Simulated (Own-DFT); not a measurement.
## Calculated data, GaN (wurtzite, atoms displaced)

Computed with Own-DFT development build. A calculation, not a measurement: plane-wave PBE density functional theory by an unreviewed code, no spin, of a simulated periodic cell, stress positive in tension, free energy of the whole cell less one offset for each atom, forces on such cells passed a denser k mesh, this cell's mesh not checked; offsets are fitted by least squares, one for each functional and potential file, so energies compare only between cells with the same atoms and settings and are not formation energies; the far tail of each file's local potential was reset to the Coulomb form; each entry is a single point on an unrelaxed cell, so the pressure reflects the starting lattice, mostly measured values (interpolated for alloys), from which strain is counted, and rises with the displacements; printed positions are rounded, which can move forces by about a meV/angstrom; the program, named Own-DFT, is a retired in-house code; no spin-orbit coupling.

## GaN (wurtzite, atoms displaced)

```
cell vectors (Å)
  12.7560     0.0000     0.0000
  -4.7835     8.2853     0.0000
   0.0000     0.0000    10.3700
atoms (fractions of the cell vectors)
Ga  0.07733  0.22646  0.99239
Ga  0.16519  0.10770  0.24384
N   0.07896  0.21466  0.19291
N   0.16708  0.10794  0.43903
Ga  0.08771  0.21513  0.50939
Ga  0.16597  0.10557  0.75043
N   0.08510  0.22527  0.68826
N   0.17377  0.12030  0.93119
Ga  0.08458  0.54482  0.99894
Ga  0.16697  0.44831  0.25628
N   0.08752  0.55326  0.18068
N   0.17219  0.44526  0.43634
Ga  0.07072  0.55588  0.50070
Ga  0.17496  0.45330  0.75301
N   0.08965  0.56219  0.68821
N   0.16266  0.44231  0.93423
Ga  0.08065  0.89122  0.00163
Ga  0.16157  0.76654  0.25065
N   0.09408  0.89411  0.19041
N   0.15965  0.77350  0.44236
Ga  0.07657  0.87548  0.49661
Ga  0.16089  0.78449  0.74747
N   0.09039  0.88830  0.68745
N   0.16900  0.77838  0.94725
Ga  0.33683  0.22058  0.00447
Ga  0.41090  0.10394  0.25760
N   0.33653  0.22184  0.18552
N   0.41349  0.11450  0.43520
Ga  0.32511  0.21705  0.51260
Ga  0.41970  0.11470  0.74338
N   0.33638  0.22883  0.69164
N   0.41767  0.11557  0.94188
Ga  0.33104  0.54710  0.00400
Ga  0.41236  0.43539  0.24472
N   0.33400  0.55980  0.18900
N   0.41151  0.43555  0.44152
Ga  0.33988  0.56467  0.50369
Ga  0.42001  0.45244  0.74399
N   0.33585  0.56389  0.68859
N   0.41842  0.44867  0.93022
Ga  0.33122  0.87810  0.99780
Ga  0.42137  0.78102  0.24890
N   0.33945  0.89417  0.19177
N   0.41343  0.78033  0.44106
Ga  0.33258  0.89848  0.49964
Ga  0.42361  0.77931  0.75521
N   0.33535  0.88278  0.68753
N   0.41603  0.77759  0.93689
Ga  0.58536  0.22113  0.00465
Ga  0.66846  0.10953  0.25417
N   0.58260  0.22603  0.18602
N   0.66826  0.11770  0.43528
Ga  0.58702  0.22776  0.49908
Ga  0.67380  0.11034  0.74939
N   0.57938  0.22034  0.68824
N   0.66184  0.10601  0.94475
Ga  0.58849  0.55613  0.99801
Ga  0.67240  0.44282  0.25408
N   0.57757  0.54378  0.18666
N   0.66434  0.45005  0.43737
Ga  0.58619  0.55302  0.49851
Ga  0.66017  0.44128  0.74539
N   0.58946  0.56319  0.68950
N   0.67014  0.43863  0.93018
Ga  0.58421  0.88509  0.99728
Ga  0.65897  0.77828  0.25991
N   0.58004  0.88350  0.18356
N   0.67087  0.77749  0.43041
Ga  0.58204  0.89169  0.50128
Ga  0.66833  0.77581  0.74380
N   0.58177  0.88606  0.69823
N   0.66381  0.78117  0.93695
Ga  0.83656  0.22466  0.99186
Ga  0.91344  0.10507  0.24493
N   0.83605  0.21576  0.18797
N   0.91392  0.11828  0.43907
Ga  0.82974  0.21597  0.50550
Ga  0.90955  0.10784  0.75200
N   0.83291  0.22046  0.69170
N   0.92055  0.10830  0.94060
Ga  0.82641  0.54650  0.00334
Ga  0.91155  0.44360  0.24152
N   0.83762  0.57050  0.18662
N   0.91099  0.43010  0.43712
Ga  0.82715  0.54744  0.49527
Ga  0.91974  0.44474  0.75728
N   0.83197  0.55723  0.68230
N   0.91160  0.44997  0.94085
Ga  0.83185  0.88699  0.99702
Ga  0.90560  0.77028  0.25422
N   0.83464  0.89508  0.18878
N   0.91302  0.77843  0.43121
Ga  0.84665  0.89682  0.50100
Ga  0.91523  0.77458  0.74820
N   0.83826  0.89975  0.68995
N   0.91516  0.77559  0.93866
```

- functional: PBE
- potential files: PseudoDojo norm-conserving, scalar-relativistic, standard set with the stringent files for Ga
- wave cutoff: 96 hartree
- occupations: Gaussian
- smearing width: 0.01 eV
- k mesh: 3 x 4 x 3 centred on Gamma
- free energy of cell above offsets: -4.577 eV
- pressure: 6.94 GPa
- stress xx: -6.25 GPa
- stress yy: -6.62 GPa
- stress zz: -7.96 GPa
- stress yz: -1.04 GPa
- stress xz: 0.13 GPa
- stress xy: 1.17 GPa

Force:
```csv
element,x (eV/Å),y (eV/Å),z (eV/Å)
Ga,2.877,-0.537,1.674
Ga,0.24,0.941,0.958
N,0.286,1.277,-1.313
N,-0.336,-1.078,-0.113
Ga,-1.258,1.36,-2.062
Ga,-0.184,1.199,-0.162
N,-0.244,-0.286,1.469
N,-1.038,-0.797,1.546
Ga,-1.61,2.104,-0.261
Ga,0.66,-1.213,-0.484
N,-1.341,-0.504,1.198
N,-1.023,0.05,1.609
Ga,2.613,-0.869,0.192
Ga,-0.639,-0.632,-1.413
N,-1.119,-0.849,0.45
N,1.159,0.042,0.36
Ga,1.003,0.276,0.098
Ga,0.793,1.332,-0.271
N,-1.635,-1.586,-0.312
N,1.031,-0.138,-0.996
Ga,-0.264,1.838,0.032
Ga,4.118,-1.613,1.942
N,-3.632,0.888,-1.214
N,-1.295,-0.834,-1.431
Ga,-0.435,0.534,-1.411
Ga,0.35,1.125,-1.765
N,-0.788,-0.695,0.704
N,0.547,0.439,1.835
Ga,0.662,0.588,-1.904
Ga,-0.86,-1.384,1.791
N,-0.075,-0.515,0.366
N,0.976,-0.967,-0.972
Ga,0.243,0.829,-0.614
Ga,-0.172,0.83,1.235
N,0.166,-0.75,-0.004
N,0.576,1.03,-0.158
Ga,-0.688,-1.13,-0.861
Ga,-0.257,-0.283,0.621
N,0.754,-0.402,0.137
N,0.378,-0.261,1.017
Ga,-0.151,1.982,0.749
Ga,-1.07,-0.333,0.476
N,-0.596,-1.521,-0.328
N,0.781,0.787,-0.492
Ga,0.308,-1.265,0.397
Ga,-1.943,-0.166,-0.274
N,-0.89,1.012,0.194
N,0.612,-0.88,0.792
Ga,-1.046,-0.306,-0.865
Ga,-0.449,0.028,-1.938
N,0.965,-0.453,1.641
N,-0.172,-0.766,1.239
Ga,-1.114,-0.706,0.004
Ga,-2.362,-0.259,1.219
N,1.834,0.41,-0.823
N,1.337,0.659,-1.276
Ga,-0.75,-0.385,0.043
Ga,-1.786,-0.027,-1.218
N,0.904,1.29,0.244
N,1.503,-1.223,-0.125
Ga,-2.345,0.796,-0.004
Ga,1.361,0.068,0.361
N,-0.528,-0.926,-1.089
N,-1.061,0.347,0.757
Ga,-1.208,0.198,0.478
Ga,1.056,-0.744,-3.61
N,0.621,1.054,0.733
N,-0.406,0.379,3.879
Ga,0.196,-0.445,0.077
Ga,0.024,1.056,1.105
N,1.41,1.005,-1.939
N,1.827,-0.771,-0.689
Ga,-0.766,-0.892,1.314
Ga,0.755,1.137,1.503
N,-1.663,1.241,-0.927
N,1.596,-1.019,0.029
Ga,0.301,0.251,-0.564
Ga,2.029,1.29,0.197
N,0.036,0.989,-0.025
N,-2.101,-0.169,-1.11
Ga,-0.308,1.741,-0.706
Ga,1.453,-0.48,0.592
N,0.258,-2.914,-0.055
N,-1.239,1.318,-0.694
Ga,0.875,0.646,0.466
Ga,-0.325,0.834,-1.357
N,0.384,-0.571,0.378
N,1.93,-0.95,-0.024
Ga,-0.137,-0.341,0.805
Ga,0.882,3.23,-1.446
N,-0.464,-2.186,-0.586
N,0.872,-1.1,1.761
Ga,-2.148,0.457,-0.298
Ga,0.2,0.401,0.432
N,0.288,-1.896,-0.642
N,-0.109,-0.273,-0.277
```
